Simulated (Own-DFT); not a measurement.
# Point defects and the pressure they add: C11b WSi2

Calculated, not measured: single-point runs of Own-DFT, a retired in-house plane-wave DFT program that no person has reviewed, on unrelaxed cells, without spin or spin-orbit coupling.

Settings: PBE; PseudoDojo norm-conserving scalar-relativistic files; cutoff 50 hartree; 5 x 5 x 5 k mesh centred on Gamma; cold (Marzari-Vanderbilt) smearing of 0.2 eV.

Limits: forces on such cells failed a check on a denser k mesh; stress not checked against mesh or cutoff.

All runs share one cell, with vectors in Å (-2.148, -5.953, 3.409); (-6.444, 2.976, 1.136); (-2.553, -2.948, -6.757) and a volume of 403.2 Å³. The atoms are randomly displaced, by u rms on each axis. The defect's site can differ from row to row.

| cell | formula | u (Å) | P (GPa) |
|---|---|---|---|
| no defect | Si20W10 | 0.0225 | 4.41 |
| no defect | Si20W10 | 0.0490 | 5.76 |
| no defect | Si20W10 | 0.0506 | 6.38 |
| one Si on a W site | Si21W9 | 0.0260 | 5.85 |
| one Si on a W site | Si21W9 | 0.0341 | 6.56 |
| one Si on a W site | Si21W9 | 0.0486 | 7.64 |
| one Si vacancy | Si19W10 | 0.0290 | 3.19 |
| one Si vacancy | Si19W10 | 0.0300 | 3.23 |
| one Si vacancy | Si19W10 | 0.0482 | 4.45 |
| one W on a Si site | Si19W11 | 0.0289 | 9.85 |
| one W on a Si site | Si19W11 | 0.0299 | ? |
| one W on a Si site | Si19W11 | 0.0450 | 10.28 |
| one W on a Si site | Si19W11 | 0.0494 | 11.17 |
| one W vacancy | Si20W9 | 0.0307 | 3.42 |
| one W vacancy | Si20W9 | 0.0512 | 4.76 |
| one W vacancy | Si20W9 | 0.0518 | 4.94 |

## What the rows give

P = P0 + c u² + a shift for each defect gives P0 = 3.95 GPa, c = 861 ± 71 GPa/Å² and a scatter of 0.21 GPa. The shifts, and each times the cell's volume:

- one W on a Si site: 4.96 ± 0.17 GPa, 12.5 eV
- one Si on a W site: 1.53 ± 0.18 GPa, 3.8 eV
- one W vacancy: -1.37 ± 0.17 GPa, -3.4 eV
- one Si vacancy: -1.48 ± 0.18 GPa, -3.7 eV

Against the defect-free cell, a freed cell would be larger where the shift is positive and smaller where it is negative (160.2 GPa Å³ is 1 eV). The atoms around the defects weren't relaxed, which would change these numbers.

## Test on the hidden row

Asked: what pressure belongs in the blank (one W on a Si site, u = 0.0299 Å)?

The fitted form gives 9.68 ± 0.25 GPa. The hidden result is 10.26 GPa.
